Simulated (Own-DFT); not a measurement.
# What a defect does to the pressure of its cell: grey tin

Everything here is calculated. The program is Own-DFT (plane waves, in-house, since retired, never reviewed by a person); positions were held fixed, and spin and spin-orbit coupling were off.

Settings: PBE; PseudoDojo norm-conserving scalar-relativistic files; cutoff 42 hartree; 3 x 3 x 3 k mesh centred on Gamma; cold (Marzari-Vanderbilt) smearing of 0.2 eV.

Limits (not all hold for every row): not probed for a lower state with spin; forces on such cells moved up to 12 meV/angstrom on a denser k mesh; stress not checked against mesh or cutoff.

All runs share one cell, with vectors in Å (12.978, 0.000, 0.000); (0.000, 12.978, 0.000); (0.000, 0.000, 12.978) and a volume of 2185.9 Å³. u is the rms random offset of the atoms per axis. The defect's site can differ from row to row.

| cell | formula | u (Å) | P (GPa) |
|---|---|---|---|
| no defect | Sn64 | 0.0210 | 3.39 |
| no defect | Sn64 | 0.0506 | 3.63 |
| no defect | Sn64 | 0.0508 | 3.63 |
| one Sn vacancy | Sn63 | 0.0319 | 3.27 |
| one Sn vacancy | Sn63 | 0.0321 | 3.24 |
| one Sn vacancy | Sn63 | 0.0521 | 3.47 |
| two Sn vacancies | Sn62 | 0.0303 | 3.13 |
| two Sn vacancies | Sn62 | 0.0303 | 3.07 |
| two Sn vacancies | Sn62 | 0.0455 | 3.28 |
| two Sn vacancies | Sn62 | 0.0509 | ? |

## Fit

P = P0 + c u² + a shift for each defect gives P0 = 3.32 GPa, c = 123 ± 11 GPa/Å² and a scatter of 0.03 GPa. The shifts, and each times the cell's volume:

- one Sn vacancy: -0.19 ± 0.02 GPa, -2.6 eV
- two Sn vacancies: -0.32 ± 0.02 GPa, -4.4 eV (-2.2 eV for each of its 2 sites)

Positive is outwards. The product with the volume (160.2 GPa Å³ to the eV) is nearly free of the cell's size; divided by the bulk modulus at the cell's pressure it gives the volume that the defect adds. The atoms around the defects weren't relaxed, which would change these numbers.

## Test on the hidden row

The question: what pressure belongs in the blank (two Sn vacancies, u = 0.0509 Å)?

Estimate: 3.32 ± 0.03 GPa. DFT gave 3.27 GPa.
